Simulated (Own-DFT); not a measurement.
# Computed records: GaP (zincblende, strongly disordered by large displacements), InAs (zincblende, strongly disordered by large displacements)

A calculation, not a measurement: plane-wave PBE density functional theory by an unreviewed code, no spin, of a simulated periodic cell, stress positive in tension, free energy of the whole cell less one offset for each atom, forces on such cells passed a denser k mesh, this cell's mesh not checked; broken bonds can close the gap or carry spin, so checks made on this kind of crystal may not hold here; offsets are fitted by least squares, one for each functional and potential file, so energies compare only between cells with the same atoms and settings and are not formation energies; the far tail of each file's local potential was reset to the Coulomb form; each entry is a single point on an unrelaxed cell, so the pressure reflects the starting lattice, mostly measured values (interpolated for alloys), from which strain is counted, and rises with the displacements; printed positions are rounded, which can move forces by about a meV/angstrom; the program, named Own-DFT, is a retired in-house code; no spin-orbit coupling. Program: Own-DFT development build.

Settings shared by all entries: functional PBE; potential files PseudoDojo norm-conserving, scalar-relativistic, standard set; wave cutoff 42 hartree; occupations Fermi-Dirac; smearing width 0.1 eV; k mesh 3 x 3 x 3 centred on Gamma.

(1) 
```xyz
64
Lattice="10.9010 0.0000 0.0000 0.0000 10.9010 0.0000 0.0000 0.0000 10.9010" Properties=species:S:1:pos:R:3:force_x:R:1:force_y:R:1:force_z:R:1 formula=GaP hardware=one_NVIDIA_H100 free_energy_of_cell_above_offsets=-0.350 pressure=10.85 stress_xx=-12.91 stress_yy=-10.61 stress_zz=-9.05 stress_yz=-0.27 stress_xz=0.98 stress_xy=2.01 wall_time=599.7
Ga    10.7123     0.0024     0.1495       1.28     -0.609      0.853
Ga    10.7953     2.7826     2.2305      -2.25      3.209      4.316
Ga     2.6544     0.1568     2.8661      3.553      2.565      -3.03
Ga     2.5742     2.7890    10.6665     -0.407      0.904      1.268
P      1.2661     1.5093     1.4679      3.029     -2.946     -2.899
P      1.4954     4.1090     4.2734      0.412     -1.211     -3.058
P      4.0531     1.4328     4.2841      1.728      -1.55     -4.575
P      4.4642     4.1329     1.6717     -4.378      3.886     -4.247
Ga    10.8351     0.2808     5.4245      2.774     -3.093      2.429
Ga     0.0739     2.8871     8.2515       -3.9      0.531      0.202
Ga     2.7316    10.7211     7.8566     -1.172        1.9      1.687
Ga     2.9749     2.6531     5.4516     -3.463      4.636      4.085
P      1.2107     1.7406     6.9934      3.781     -4.711     -3.417
P      1.2502     4.3456     9.2300     -1.128     -0.709      4.987
P      4.0060     1.7560     9.2983     -1.189      -3.85      1.336
P      4.0855     4.5646     6.7455      -2.87     -6.272      3.173
Ga    10.6379     5.3322    10.8312      0.577      1.361      0.651
Ga     0.0995     8.4435     2.8063      0.553     -4.271      1.195
Ga     2.7763     5.4067     2.6084       0.68     -0.826      2.341
Ga     2.5807     8.3675     0.1170      3.212     -2.571      2.793
P      1.3629     6.7574     1.6425     -1.218        0.9     -2.575
P      1.3999     9.7973     3.8210     -1.818     -0.985      5.155
P      3.9587     6.8041     4.2736      0.252      1.578     -1.119
P      4.2993     9.6632     1.5204     -2.303      0.604     -1.373
Ga     0.1959     5.6363     5.1850      3.345      -3.71      3.571
Ga    10.7329     8.2713     8.4964      1.158     -0.761     -3.261
Ga     2.7992     5.3883     8.3427      2.105      0.819     -1.124
Ga     3.0253     8.8497     5.2723     -4.252       -4.1     -4.397
P      1.5155     6.3463     6.8925      -1.87      4.081     -0.568
P      1.1521     9.3262     9.8733     -0.313      3.815     -2.261
P      4.1409     6.7750     9.3940     -4.061     -1.836      5.358
P      4.2302     9.3942     6.7284       3.35      1.731      4.637
Ga     5.6112     0.0308    10.8082     -2.076       1.23      0.683
Ga     5.5233     2.7200     2.5752       1.35     -0.733      5.528
Ga     8.0526    10.7317     2.9243      5.445      4.585     -3.848
Ga     8.2903     2.3762    10.7371     -4.773      3.871      3.489
P      6.6263     1.2670     1.6100      3.684     -2.141     -2.903
P      6.7954     4.1292     4.4272      1.219      -1.41     -2.793
P      9.6165     1.6624     4.5753      0.525     -1.742     -7.843
P      9.1283     4.1119     1.4155      2.793     -3.469     -3.215
Ga     5.3373     0.1252     5.4109      1.858     -1.205      1.402
Ga     5.6322     2.6439     8.2773     -0.053      2.989     -1.208
Ga     8.2504     0.1433     8.1382      0.807      -2.42      0.607
Ga     8.3528     2.7711     5.5961     -6.714      1.225      1.896
P      6.5848     1.0656     7.1628      0.266      0.778     -2.605
P      6.7708     4.1507     9.4889      0.605     -0.733      1.621
P      9.5933     1.3374     9.5955      2.806     -1.416     -2.776
P      9.6845     4.0634     6.5223      1.294      2.858      3.905
Ga     5.4474     5.6386     0.0809      0.649     -1.105      0.029
Ga     5.3292     8.4914     3.1641     -1.573     -3.597     -1.545
Ga     8.2717     5.5925     2.5481      0.316      0.401      5.893
Ga     8.2390     8.2249     0.1253     -1.429     -0.168       1.66
P      6.9838     6.7416     1.4434     -3.085      3.414     -1.258
P      6.7953     9.7433     4.0157     -2.142     -3.153      6.528
P      9.7673     6.8414     4.3800      -4.19      3.945     -4.897
P      9.5778     9.3463     1.5653     -2.345      3.179     -1.314
Ga     5.3794     5.3986     5.5214       2.28      2.702     -3.456
Ga     5.4191     7.9150     8.4238      4.484      3.466     -4.004
Ga     8.0498     5.4316     8.1563      1.548      0.599     -1.117
Ga     8.1674     8.0774     5.4553     -0.158      1.231      0.627
P      6.7076     6.7463     6.6576          1      1.448      2.083
P      6.7445     9.3505     9.7853      0.887      0.618     -2.112
P      9.3989     7.0648     9.6616     -0.324     -3.984     -1.011
P      9.6113     9.5605     6.8436     -0.152      0.224     -0.181
```

Units: free_energy_of_cell_above_offsets in eV; pressure, stress_xx, stress_yy, stress_zz, stress_yz, stress_xz, stress_xy in GPa; wall_time in s; force_x, force_y, force_z in eV/Å.

(2) 
```xyz
64
Lattice="12.1166 0.0000 0.0000 0.0000 12.1166 0.0000 0.0000 0.0000 12.1166" Properties=species:S:1:pos:R:3:force_x:R:1:force_y:R:1:force_z:R:1 formula=InAs hardware=one_NVIDIA_H200 free_energy_of_cell_above_offsets=-4.726 pressure=8.26 stress_xx=-8.15 stress_yy=-8.64 stress_zz=-7.97 stress_yz=0.83 stress_xz=0.34 stress_xy=-0.38 wall_time=1158
In    11.9466     0.0137    12.1147      0.575     -0.308      0.729
In    11.9627     3.0135     2.9107       3.06      3.461     -1.618
In     3.0323     0.0592     2.9896     -0.203     -0.217      0.481
In     2.9340     3.3360    12.1048      1.004     -2.164       0.92
As     1.4674     1.4999     1.3646      0.459      0.513      0.459
As     1.5252     4.2309     4.7676     -0.142      0.895     -0.639
As     4.7469     1.5278     4.6992     -0.744     -1.402     -0.646
As     4.5302     4.4826     1.7353      -2.75      1.705     -2.811
In    11.8867     0.0515     6.1339      2.552      1.454     -1.679
In    12.0295     3.0450     9.3209     -2.001     -0.222       0.43
In     2.9223    12.0096     9.1767       1.04      1.282     -1.032
In     3.1733     2.6341     6.2850     -0.045      2.347     -0.306
As     1.3185     1.8127     7.6803     -0.009     -2.635     -0.012
As     1.5021     4.4994    10.5353      0.237      2.381     -0.376
As     4.6584     1.3036    10.8395     -3.597     -1.484      2.174
As     4.4077     4.6976     7.9740      2.679     -4.181     -3.146
In     0.0755     6.1175    12.0932     -0.535     -0.161     -0.018
In     0.1754     9.0484     3.1785     -0.661      0.087     -3.173
In     3.3660     6.4936     2.6973      2.192     -2.528      4.272
In     3.0475     9.0491    12.0449      0.809      1.868     -1.066
As     1.9170     7.6329     1.4339     -5.601      0.893     -0.984
As     1.4302    10.3883     4.6245      0.587       4.09      0.628
As     4.7049     7.7851     4.6040     -0.066     -1.713     -0.104
As     4.5382    10.7193     1.2556     -2.053     -2.872      2.746
In    12.0367     6.0351     6.2571       1.06     -1.229     -5.868
In    12.0580     9.6127     9.1323      2.629     -4.199      2.533
In     3.2468     6.2393     9.1457     -4.112      2.207      0.997
In     3.0873     9.1660     5.8505      0.236      -0.76      2.642
As     1.2238     7.4627     7.4063      4.037      4.378      3.315
As     1.5826    10.7147    10.7920     -1.069     -0.514        0.2
As     4.6259     7.6227    10.7261     -1.843      0.867     -0.469
As     4.6873    10.4230     7.7817     -1.545      1.307     -1.476
In     6.1224     0.0527     0.4944      0.642     -0.616     -3.478
In     5.8122     3.1303     3.0277      2.058      -3.77      0.169
In     9.2170    12.0621     3.1933     -1.257      0.559     -0.963
In     9.0310     3.0101     0.0037     -3.981      2.134     -1.439
As     7.6118     1.5329     1.3586      1.438      1.711       3.81
As     7.1610     4.3626     4.5314      3.274      1.251       1.85
As    11.0244     1.3476     4.1117     -2.193     -2.068      3.745
As    10.4480     4.2873     1.2950      1.964      3.718      2.497
In     6.2477     0.0309     6.2415     -1.388     -0.206       0.94
In     5.8559     2.5872     9.4196      0.611      5.038     -0.001
In     9.0782     0.1456     8.6281      -1.38      0.702      2.757
In     9.3279     2.9656     6.3439     -0.657      0.048     -1.155
As     7.2663     1.7366     7.7848      2.926     -0.365     -2.637
As     7.4828     4.6833    10.4823     -0.074     -0.472      0.246
As    10.2915     1.4843    10.9644      1.947     -2.113     -4.566
As    10.6257     4.9240     7.6255      0.095     -6.001      0.739
In     5.5849     6.0136     0.0013      3.515      -2.05       1.26
In     6.1429     8.9701     2.9628      0.603      1.509     -0.745
In     8.7162     6.0126     2.9621       2.84     -3.099      2.788
In     9.1518     9.2846    11.8497     -0.325     -0.447      1.573
As     7.6161     7.3615     1.5241     -2.333      3.312     -3.783
As     7.4657    10.9264     4.5578      0.981     -2.695      -0.62
As    11.0072     7.2714     4.1109     -2.693      -1.73      1.707
As    10.5503    10.6140     1.5958      0.695     -1.308     -0.361
In     5.9724     5.9602     6.1561     -1.966     -1.953     -1.357
In     6.0130     8.9134     9.2605      1.901      1.012     -0.403
In     9.2000     6.2716     8.7240     -4.002      2.131      2.974
In     9.1635     8.9523     6.2354     -0.099      0.345     -1.207
As     7.1784     7.4890     7.4632      2.868      1.882      1.343
As     7.5588    10.6215    10.4714     -0.422      1.209     -0.227
As    10.5157     7.6853    10.4912      1.445      -0.17     -0.162
As    10.7820    10.8271     7.7199     -3.211     -0.644     -2.396
```

Units: free_energy_of_cell_above_offsets in eV; pressure, stress_xx, stress_yy, stress_zz, stress_yz, stress_xz, stress_xy in GPa; wall_time in s; force_x, force_y, force_z in eV/Å.

(3) 
```xyz
64
Lattice="12.1166 0.0000 0.0000 0.0000 12.1166 0.0000 0.0000 0.0000 12.1166" Properties=species:S:1:pos:R:3:force_x:R:1:force_y:R:1:force_z:R:1 formula=InAs hardware=one_NVIDIA_H200 free_energy_of_cell_above_offsets=46.578 pressure=17.62 stress_xx=-19.76 stress_yy=-15.05 stress_zz=-18.06 stress_yz=-0.15 stress_xz=5.83 stress_xy=-1.65 wall_time=1234
In     0.0363    12.0313    11.5282      -5.18      3.279      4.219
In     0.0351     3.3432     2.6248     -8.777      2.898       2.57
In     2.9420    11.7322     3.4181      0.065     -5.075     -7.761
In     3.1706     3.3017    11.9747     -2.487     -1.262     -1.835
As     1.7824     2.4115     2.1279      10.33     -6.186     -3.403
As     1.3653     4.0672     4.5098      1.173      1.968      0.548
As     3.9737     1.1573     4.2707      7.113      9.909      5.235
As     4.3960     4.5713     1.4861     -3.122      1.543      2.447
In    11.8418    11.6760     6.1127      2.807      4.665     -2.369
In    11.1223     2.8731     8.6545      1.886     -9.654      5.076
In     3.0069    11.9921     9.4475      5.561      4.424     -8.791
In     2.6170     3.2214     6.5449        1.5     -0.221       0.89
As     0.9370     1.6865     7.8793      2.226     -2.301     -1.136
As     1.0970     4.5542    10.1297     -1.477       -2.1      2.237
As     4.5630     1.2546    10.6022     -8.439     -0.554      3.619
As     4.8386     4.6353     7.7292     -1.035     -0.184      0.015
In    11.9118     5.8674     0.2050     -1.053     -3.306     -1.387
In     0.6304     9.9177     2.7436      2.914     -9.596     -5.315
In     2.8091     6.3081     3.1896     -1.699     -0.788     -1.034
In     2.7220     8.5997    11.7615     -8.688      2.358      3.507
As     0.8097     7.8595     0.8934      0.608      2.036      2.939
As     1.2178    10.8893     4.4404      0.306      0.965      11.38
As     4.7714     6.9455     4.6053     -4.716      2.663     -2.509
As     4.0650    10.3962     0.9699      -5.39     -8.007      6.011
In     0.4543     5.8715     6.2019     -1.859      -0.93     -0.914
In    12.0513     8.8036     9.1741      0.058      4.311     -0.266
In     2.7000     6.1001     9.4412      3.557       1.74     -1.281
In     2.6145     8.1753     6.1697      8.775      3.909     -8.473
As     1.2665     7.7186     7.6334     -4.949      -3.07      6.732
As     1.6362    10.9614    10.5552     -3.366      -9.88      3.219
As     4.4994     8.1540    10.8612      10.04     -4.219     -5.537
As     4.2129    10.6124     7.5575      0.244     -0.271     -0.198
In     5.0906    11.9998     0.2318      7.268      6.731     -0.174
In     5.7535     3.0666     2.7120      1.104     -2.216      2.296
In     9.6350     0.1367     3.1875     -3.077     -5.436     -3.729
In     8.6252     2.9360    11.7243      1.504      2.343     -3.085
As     7.6399     2.0230     1.3864     -2.374     -3.781      3.853
As     8.2549     4.1821     4.0961     -3.732     -1.337     -0.034
As    10.1385     1.8158     4.4167      4.994      0.472     -0.375
As    10.3134     4.0201     1.3867     -2.011      2.528     -1.364
In     5.8788     0.2218     6.2904      0.145     -0.136     -0.444
In     6.0846     2.2636     9.6885      7.052      5.563     -5.086
In     8.7825    11.8116     8.8823     -1.756      2.987      1.457
In     9.4754     3.2149     5.9224     -1.767      3.801      6.528
As     7.6063     2.2047     7.7933      0.771     -1.582     -1.842
As     7.3244     4.5693    10.0711     -5.632     -1.995       2.46
As    10.2605     1.4089    10.6364      0.489     -0.821      -1.04
As    10.6432     4.7277     7.9480     -1.227       9.77     -6.293
In     5.9250     5.6609     0.1810      3.405      3.158     -2.678
In     5.4866     9.1454     2.9351      0.983     -0.128      0.417
In     9.1124     6.1600     3.2386      3.844     -7.714      4.141
In     9.3210     8.7129    11.9888     -5.803      5.147      6.433
As     8.3539     7.4765     1.8749     -6.115      7.465     -8.135
As     7.7233    10.2964     4.1202     -0.546      1.004      0.162
As    10.0812     7.7935     4.5110       5.36      0.618     -0.277
As    11.0664    10.7141     1.7762     -7.896      3.258     -6.647
In     6.5731     6.4721     5.7527      4.876     -2.859      3.348
In     6.8778     8.8373     9.4393     -3.216      4.745      11.07
In     9.1223     5.6636     9.5162      3.505      4.732       -0.5
In     9.0085     8.9632     6.1283     -0.161       3.14      1.616
As     7.3017     8.1588     7.5779      1.032     -4.918     -8.777
As     6.9517    11.4394    10.4921      0.066      -1.96       0.32
As    10.5980     7.7750    10.6312       3.27     -6.355     -4.173
As    10.4215    10.9128     7.5695     -1.272     -5.292      2.113
```

Units: free_energy_of_cell_above_offsets in eV; pressure, stress_xx, stress_yy, stress_zz, stress_yz, stress_xz, stress_xy in GPa; wall_time in s; force_x, force_y, force_z in eV/Å.
